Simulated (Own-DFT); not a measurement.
# Which arrangement is lower? As32Ga32, 64 atoms

These are calculations, not measurements. They come from Own-DFT, an in-house plane-wave density functional program, since retired, whose code no person has reviewed. Each row is one single-point run on a periodic cell that was not relaxed, without spin or spin-orbit coupling.

Settings of every run: PBE; PseudoDojo norm-conserving scalar-relativistic files; cutoff 42 hartree; 3 x 3 x 3 k mesh centred on Gamma; Fermi-Dirac smearing of 0.1 eV.

Known limits, some of them of some rows only: not probed for a lower state with spin; forces on such cells failed a check on a denser k mesh; forces not confirmed at this smearing and k mesh; stress not checked against mesh or cutoff.

All cells hold the same atoms in the same cell, with vectors in Å (11.307, 0.000, 0.000); (0.000, 11.307, 0.000); (0.000, 0.000, 11.307). Every atom was moved at random from its ideal site; u is the rms move along one axis. The defect's site can differ from row to row. E is the free energy of the cell above the lowest run. The arrangements:

- A: zincblende GaAs
- B: zincblende GaAs, with one As on a Ga site and one Ga on an As site, 2.4 Å apart

```
arrangement   u (Å)  E (eV)  P (GPa)
          A  0.0181   0.000     3.51
          A  0.0213   0.064     3.51
          A  0.0216   0.106     3.53
          A  0.0461   1.968     3.93
          A  0.0478   2.151     3.95
          A  0.0510   2.353     4.01
          B  0.0290   3.143     3.94
          B  0.0294   3.067     3.94
          B  0.0300   3.148     3.95
          B  0.0455   4.329     4.21
          B  0.0490   4.958     4.30
          B  0.0503   4.387     4.20
```

Question: once the cost of the random moves is taken out, how do the arrangements rank?

## Worked answer

Fit E = a + b u², with one b for all and one a for each arrangement, and with residuals divided by u², since the noise grows with the moves. Then b = 1043 eV/Å², the scatter at u = 0.04 Å is 0.14 eV, and against A:

- B: 2.57 ± 0.06 eV (higher)

These are energies of unrelaxed cells. Relaxing the atoms lowers the strained arrangements most, so the gaps would shrink and small ones could change sign.
